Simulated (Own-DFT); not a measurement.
# Strain and stress in wurtzite GaN, 72 atoms (Ga36N36)

The numbers are computed, not measured, by runs of the plane-wave DFT program Own-DFT (in-house, retired, unreviewed) at fixed positions, with no spin and no spin-orbit coupling.

Common settings: PBE; PseudoDojo norm-conserving scalar-relativistic files (stringent for Ga); cutoff 96 hartree; 4 x 4 x 3 k mesh centred on Gamma; Gaussian smearing of 0.01 eV.

Keep in mind: forces not confirmed at this smearing and k mesh; stress not checked against mesh or cutoff.

Unstrained cell vectors in Å: (9.567, 0.000, 0.000); (-4.784, 8.285, 0.000); (0.000, 0.000, 10.370). The unstrained cell has measured lattice constants (interpolated for alloys), not those of this functional. That, the random moves and any unrelaxed bonds set the pressure at no strain. In each run the cell takes a homogeneous strain; fractional positions stay. All atoms carry random offsets, Gaussian with a width of 0.05 Å per axis. Strain is the symmetric tensor, in per cent. Stress is positive in tension, and the pressure is minus a third of its trace.

| run | e_xx (%) | e_yy (%) | e_zz (%) | e_yz (%) | e_xz (%) | e_xy (%) | s_xx (GPa) | s_yy (GPa) | s_zz (GPa) | s_yz (GPa) | s_xz (GPa) | s_xy (GPa) | P (GPa) | E (meV/atom) |
|---|---|---|---|---|---|---|---|---|---|---|---|---|---|---|
| 1 | 0.64 | 0.91 | -0.91 | -1.96 | -0.95 | 0.94 | -4.06 | -2.74 | -10.20 | -3.43 | -1.90 | 2.19 | 5.67 | 10.0 |
| 2 | 1.27 | 0.38 | 0.49 | -1.47 | -0.57 | 1.15 | -2.16 | -2.13 | -4.53 | -2.66 | -1.70 | 2.55 | 2.94 | 4.8 |
| 3 | -1.72 | -0.77 | -1.56 | 0.04 | 1.23 | 1.10 | -17.85 | -13.68 | -16.12 | -0.19 | 2.08 | 3.61 | 15.88 | 47.6 |
| 4 | -0.45 | -1.91 | 1.25 | 0.71 | -1.55 | 1.64 | -11.23 | -16.61 | -2.95 | 1.31 | -3.53 | 6.46 | 10.26 | 44.3 |
| 5 | 0.73 | -0.13 | -1.13 | -0.91 | 1.26 | -1.56 | -3.42 | -9.33 | -13.08 | -2.10 | 2.20 | -5.04 | 8.61 | 33.4 |
| 6 | 0.09 | -1.81 | -0.66 | 1.11 | 0.40 | -1.68 | -9.02 | -19.19 | -11.04 | 2.93 | -0.25 | -5.78 | 13.08 | 54.3 |
| 7 | -0.44 | 1.99 | 0.73 | 0.21 | -0.29 | 1.37 | -5.11 | 1.23 | -4.45 | 0.28 | -0.68 | 4.47 | 2.78 | 0.0 |
| 8 | -0.25 | 0.83 | -0.15 | 0.02 | -0.42 | 1.99 | -6.23 | -4.71 | -7.68 | 0.39 | -0.64 | 4.98 | 6.20 | 13.9 |
| 9 | 1.52 | 1.91 | -1.17 | 0.27 | -0.26 | -1.44 | 0.97 | 1.00 | -11.70 | 1.37 | -0.20 | -4.34 | 3.24 | 12.7 |
| 10 | 1.55 | 1.95 | -0.69 | -0.87 | -1.79 | 1.25 | 1.31 | 0.10 | -8.86 | -1.53 | -3.23 | 2.80 | 2.48 | 28.1 |
| 11 | 1.02 | -1.33 | -0.40 | 0.91 | 0.10 | 1.72 | -4.48 | -12.44 | -10.08 | 2.78 | -0.37 | 4.60 | 9.00 | 30.8 |
| 12 | -1.28 | -1.31 | -1.32 | 0.37 | -1.42 | 0.02 | -15.13 | -15.96 | -17.55 | 0.01 | -3.05 | -0.58 | 16.22 | 65.0 |
| 13 | 1.40 | -0.74 | -1.13 | -0.79 | -0.31 | 1.59 | -3.73 | -8.94 | -10.90 | -1.73 | -0.10 | 3.55 | 7.86 | 14.0 |
| 14 | 1.32 | 1.27 | -1.51 | 1.15 | 0.03 | -0.78 | -1.88 | -2.26 | -11.64 | 2.23 | -0.40 | -2.02 | 5.26 | 17.4 |
| 15 | 0.73 | -1.21 | -1.89 | -0.37 | -1.47 | 1.29 | -6.55 | -12.90 | -18.36 | -2.06 | -3.38 | 3.90 | 12.60 | 45.5 |
| 16 | -1.95 | 0.14 | -1.27 | 1.70 | -1.27 | -1.54 | ? | ? | ? | ? | ? | ? | ? | ? |

The last column gives the free energy per atom over the lowest of the runs shown.

## Analysis

Least squares on the runs shown: each stress against a constant and the strains, taken as fractions with shears doubled. Shear strains stay in the fit of a normal stress only where such slopes are resolved. The slopes, in GPa:

```
stress,at no strain,per e_xx,per e_yy,per e_zz,scatter
s_xx,-7.1,419 ± 27,134 ± 20,71 ± 28,0.95
s_yy,-7.9,116 ± 41,443 ± 30,73 ± 44,1.46
s_zz,-7.8,94 ± 32,55 ± 23,474 ± 34,1.13
```

The slope of each shear stress on twice its own strain, from a fit on all six strains: yz 105 ± 10, xz 96 ± 6, xy 147 ± 10 GPa. These are stiffnesses along x, y and z of the frame in which the cell vectors are given, with the crystal's c axis along z: C11, C12, C13 and C33. Hexagonal symmetry asks that xx and yy behave alike, which is a second check on the noise. These are clamped-ion slopes: internal relaxation, where symmetry allows it, would soften some. Slopes across the diagonal should nearly agree, so their difference gauges the noise. A ninth of the table's sum, 209 ± 5 GPa, estimates the bulk modulus near the mean pressure of these runs, 8.1 GPa, so it lies above the value at zero pressure.

## The run left out

The question: what normal stresses and pressure should run 16 give?

Estimate: s_xx = -16.0, s_yy = -10.5, s_zz = -15.6 and P = 14.0 GPa. The run itself gave -18.10, -8.67, -15.04 and P = 13.94 GPa.
